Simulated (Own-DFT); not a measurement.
# Computed records: Al₃GaAs₄ (zincblende random alloy, atoms displaced)

All values are calculated (Own-DFT development build). A calculation, not a measurement: plane-wave PBE density functional theory by an unreviewed code, no spin, of a simulated periodic cell, stress positive in tension, free energy of the whole cell less one offset for each atom, forces on such cells passed a denser k mesh, this cell's mesh not checked; offsets are fitted by least squares, one for each functional and potential file, so energies compare only between cells with the same atoms and settings and are not formation energies; the far tail of each file's local potential was reset to the Coulomb form; each entry is a single point on an unrelaxed cell, so the pressure reflects the starting lattice, mostly measured values, from which strain is counted, and rises with the displacements; printed positions are rounded, which can move forces by about a meV/angstrom; the program is a retired in-house code; no spin-orbit coupling; before rounding, a Quantum ESPRESSO 7.3.1 run of the same cell and cutoff gave forces within 1 meV/angstrom rms on each cell, which checks the program and not the settings.

Common to all runs: functional PBE; potential files PseudoDojo norm-conserving, scalar-relativistic, standard set; wave cutoff 42 hartree; occupations Fermi-Dirac; smearing width 0.1 eV; k mesh 3 x 3 x 3 centred on Gamma.

(1) Al₃GaAs₄ (zincblende random alloy, atoms displaced)

```
Al3GaAs4
1.0
     11.3183     0.0000     0.0000
      0.0000    11.3183     0.0000
      0.0000     0.0000    11.3183
Al As Ga Al Ga Al As Al Ga As Al Ga As Al As Ga Al Ga As Ga Al As Al As
4 4 1 1 1 1 4 3 1 4 3 1 4 4 4 1 1 2 4 1 3 4 4 4
Direct
  0.98729 0.99649 0.00990
  0.99206 0.24839 0.24451
  0.24857 0.00140 0.25228
  0.24127 0.26037 0.00066
  0.13062 0.12211 0.12135
  0.12308 0.37993 0.37376
  0.36769 0.12858 0.37646
  0.37602 0.36981 0.12785
  0.99656 0.00565 0.51440
  0.00406 0.24368 0.75108
  0.24297 0.00869 0.73969
  0.24253 0.24358 0.50969
  0.12473 0.13150 0.63116
  0.12639 0.37182 0.88844
  0.36612 0.14665 0.87057
  0.37639 0.36718 0.61756
  0.99555 0.49189 0.99373
  0.98799 0.74886 0.25275
  0.25506 0.49433 0.25636
  0.24431 0.73940 0.00618
  0.12287 0.62821 0.12985
  0.12889 0.87943 0.37935
  0.37309 0.61729 0.38943
  0.36925 0.87480 0.13450
  0.00684 0.49516 0.50260
  0.99105 0.76023 0.76036
  0.24568 0.49360 0.74156
  0.24852 0.75447 0.50292
  0.11541 0.61846 0.61372
  0.11727 0.87858 0.88109
  0.38753 0.61627 0.87242
  0.36205 0.88019 0.61960
  0.48825 0.99313 0.00458
  0.51103 0.25823 0.23976
  0.75793 0.99215 0.25658
  0.75459 0.26429 0.98833
  0.61582 0.12046 0.12024
  0.62684 0.38478 0.37729
  0.88045 0.11896 0.36768
  0.87222 0.37321 0.13740
  0.49243 0.00125 0.48519
  0.49937 0.24850 0.75977
  0.75696 0.98464 0.73954
  0.74529 0.23712 0.50585
  0.61393 0.11804 0.62161
  0.62250 0.37799 0.87837
  0.87130 0.12996 0.87943
  0.89306 0.37847 0.62156
  0.49948 0.49936 0.00680
  0.49374 0.75310 0.26516
  0.75975 0.49213 0.25146
  0.74987 0.75620 0.01400
  0.62990 0.62941 0.12996
  0.63158 0.87592 0.37178
  0.88028 0.62289 0.37541
  0.87215 0.87382 0.12380
  0.51073 0.50462 0.49615
  0.49349 0.75061 0.75771
  0.74596 0.49396 0.73634
  0.75566 0.73880 0.48270
  0.61297 0.62550 0.62990
  0.62489 0.88357 0.87190
  0.87319 0.63672 0.87083
  0.87832 0.87681 0.62569
```

Results for Al₃GaAs₄ (zincblende random alloy, atoms displaced): free energy of cell above offsets -14.950 eV; pressure 3.98 GPa; stress xx -4.09 GPa; stress yy -4.02 GPa; stress zz -3.83 GPa; stress yz 0.29 GPa; stress xz 0.84 GPa; stress xy 0.02 GPa.

Force:
```
element  x (eV/Å)  y (eV/Å)  z (eV/Å)
     Al     1.252     1.199    -0.984
     Al     1.897    -0.471     0.537
     Al    -0.083     0.288     0.196
     Al     1.416    -1.475     1.236
     As     -1.01     0.218     0.252
     As    -0.027     -1.55    -0.118
     As      0.35     0.779    -0.899
     As     -0.42     0.696    -0.254
     Ga     0.771     0.025    -1.236
     Al    -0.601     0.985     1.187
     Ga     0.666    -0.715     1.834
     Al     0.604     1.066    -1.457
     As    -1.033    -0.451    -0.667
     As    -1.058     1.086    -2.548
     As    -0.508    -2.383     1.061
     As     0.517     0.567     0.507
     Al    -0.423     1.481     0.881
     Al     1.627     0.755    -0.102
     Al    -0.165     0.749    -0.518
     Ga     0.858     0.734    -0.923
     As    -0.672    -1.426     0.448
     As    -1.345    -0.194    -0.204
     As    -0.116     0.898    -0.914
     As     0.037    -0.809    -0.457
     Al    -0.486     0.233     -1.65
     Al     1.396    -0.533     -1.07
     Al     0.331     0.193     0.243
     Ga    -0.638    -0.981    -0.298
     As     1.065     1.897     2.233
     As     0.898     0.227    -0.114
     As    -2.097      0.03     0.326
     As     1.593    -0.134     0.905
     Al     -0.06     0.938    -0.889
     Al    -0.298    -0.721     1.321
     Al    -0.922     0.996    -1.221
     Al    -0.586    -0.974     1.505
     As     1.626      0.13     0.076
     As     0.701    -1.408    -0.408
     As    -0.328     0.382      1.24
     As     0.375    -0.178    -2.408
     Ga     0.192    -0.383     0.641
     Al     0.626     0.649    -1.473
     Ga    -1.456     2.213     1.079
     Ga     0.607     0.794    -0.588
     As     0.445    -0.204     0.882
     As     0.168     0.478    -0.845
     As     0.298    -0.924     -0.83
     As    -1.931    -1.433     0.816
     Ga     0.447     0.222     0.407
     Al     0.145    -0.721    -0.693
     Al    -1.363     1.683     0.593
     Al    -0.851    -0.626    -2.055
     As    -0.651    -0.581     0.761
     As    -0.583    -0.384     0.719
     As     0.359    -1.421    -0.203
     As     0.192    -0.009     1.305
     Al    -1.131    -0.588     0.916
     Al     0.263     1.189    -0.691
     Al      0.47     0.539     0.801
     Al    -1.264      0.98     2.076
     As     1.342     0.651    -0.526
     As    -0.304    -0.833     0.752
     As    -1.167    -1.692     0.909
     As     0.045    -1.748      -1.4
```

(2) Al₃GaAs₄ (zincblende random alloy, atoms displaced)

```
Al3GaAs4
1.0
     11.3183     0.0000     0.0000
      0.0000    11.3183     0.0000
      0.0000     0.0000    11.3183
Ga Al As Al As Ga Al As Ga Al As Al Ga As Al As Ga Al As Ga Al Ga Al As
1 3 4 4 4 2 2 4 1 3 4 3 1 4 4 4 1 3 4 1 1 1 1 4
Direct
  0.00217 0.00056 0.00194
  0.00049 0.24763 0.24563
  0.24638 0.00010 0.25263
  0.25087 0.25358 0.00347
  0.12454 0.12832 0.12594
  0.12409 0.37628 0.37510
  0.37445 0.12844 0.37891
  0.37559 0.37401 0.12533
  0.99863 0.99609 0.50137
  0.00391 0.25013 0.74896
  0.25374 0.00049 0.75245
  0.24746 0.25165 0.49888
  0.12527 0.12794 0.62686
  0.12346 0.37675 0.87564
  0.37370 0.12879 0.87946
  0.37790 0.37788 0.62766
  0.00016 0.49930 0.99966
  0.99592 0.74691 0.24982
  0.25015 0.49434 0.24995
  0.25172 0.74736 0.00024
  0.12060 0.62660 0.12336
  0.12328 0.87451 0.37473
  0.37437 0.62878 0.37966
  0.37227 0.87584 0.12464
  0.00003 0.50494 0.49707
  0.00089 0.75070 0.75095
  0.25478 0.50729 0.75237
  0.25381 0.74702 0.49747
  0.12651 0.62243 0.61994
  0.12425 0.87761 0.87372
  0.37355 0.62384 0.87650
  0.37097 0.87669 0.62356
  0.49967 0.99846 0.99834
  0.50054 0.25147 0.24876
  0.75486 0.99978 0.25246
  0.74849 0.24744 0.99917
  0.62587 0.12275 0.12488
  0.62478 0.37783 0.37695
  0.87876 0.12691 0.37610
  0.87619 0.37312 0.12562
  0.50195 0.00121 0.49891
  0.50091 0.24688 0.75063
  0.75592 0.00322 0.75062
  0.75160 0.25011 0.49937
  0.62283 0.12471 0.63138
  0.62709 0.37787 0.87482
  0.87540 0.12328 0.87624
  0.87662 0.37420 0.62044
  0.49985 0.50198 0.99981
  0.50417 0.75035 0.24678
  0.75185 0.49748 0.24664
  0.74456 0.74655 0.00236
  0.62338 0.62446 0.12107
  0.62107 0.87763 0.37281
  0.87736 0.62302 0.37041
  0.87535 0.87599 0.12448
  0.50193 0.50114 0.50389
  0.50094 0.74842 0.74876
  0.74887 0.50128 0.74896
  0.74956 0.75076 0.49873
  0.62940 0.62754 0.62912
  0.62812 0.87784 0.87859
  0.87325 0.62521 0.87349
  0.87601 0.87473 0.62379
```

It finds free energy of cell above offsets -20.253 eV; pressure 2.93 GPa; stress xx -2.93 GPa; stress yy -2.92 GPa; stress zz -2.94 GPa; stress yz -0.37 GPa; stress xz 0.4 GPa; stress xy 0.14 GPa.

Force:
```
element  x (eV/Å)  y (eV/Å)  z (eV/Å)
     Ga    -0.089     0.002    -0.071
     Al    -0.039     0.451     0.629
     Al     0.296     0.189    -0.029
     Al    -0.402    -0.039    -0.345
     As     0.424    -0.391    -0.163
     As     -0.19    -0.313    -0.234
     As     0.057    -0.228    -0.481
     As     0.233     0.272     0.012
     Al     0.408     0.539    -0.035
     Al    -0.541     0.176     0.233
     Al    -0.336     0.347    -0.078
     Al     0.211       0.3     0.435
     As     0.222    -0.635    -0.262
     As     0.578     0.022    -0.207
     As     0.147    -0.231     -0.17
     As    -0.367    -0.377     0.022
     Ga     -0.31     0.124    -0.068
     Ga     0.411     0.601     -0.21
     Al    -0.076     0.882     0.075
     Al    -0.499     0.419     0.018
     As      0.68    -0.349     0.262
     As     0.069    -0.324     0.108
     As     0.683    -0.761     -1.12
     As     0.176    -0.039     0.149
     Ga    -0.041    -0.568     0.106
     Al     0.089    -0.238     -0.27
     Al    -0.717    -0.905    -0.438
     Al    -0.794     0.694     0.361
     As     0.066     0.567     0.666
     As     0.371    -0.343     0.187
     As     0.563     0.597     0.028
     As     0.596    -0.225     0.071
     Al    -0.121     0.201     0.255
     Al     0.182     -0.22     0.274
     Al    -0.214     0.188    -0.084
     Ga     0.103     0.243     0.072
     As    -0.134    -0.031     0.259
     As     0.126    -0.207    -0.291
     As    -0.156    -0.226     0.012
     As    -0.159    -0.074    -0.316
     Al    -0.346     0.098     0.387
     Al     -0.26     0.662     0.373
     Al    -0.445    -0.462    -0.049
     Al    -0.385    -0.136     0.117
     As     0.612    -0.167    -0.758
     As    -0.322    -0.395    -0.023
     As     0.456     0.481    -0.088
     As     0.014      0.22     0.455
     Ga      -0.1     -0.48     -0.16
     Al     -0.72    -0.033     0.192
     Al    -0.291      0.08     0.138
     Al     0.767     0.502    -0.395
     As     0.156    -0.294     0.763
     As      0.63    -0.214     0.096
     As    -0.871     0.184     0.386
     As    -0.238    -0.352     -0.03
     Ga    -0.024     0.284    -0.043
     Al    -0.145     0.615     0.328
     Ga     0.559    -0.383    -0.029
     Al      0.08     0.018     -0.26
     As     -0.32      0.02    -0.578
     As    -0.166    -0.285    -0.655
     As     0.106     0.131      0.26
     As    -0.251    -0.181     0.213
```
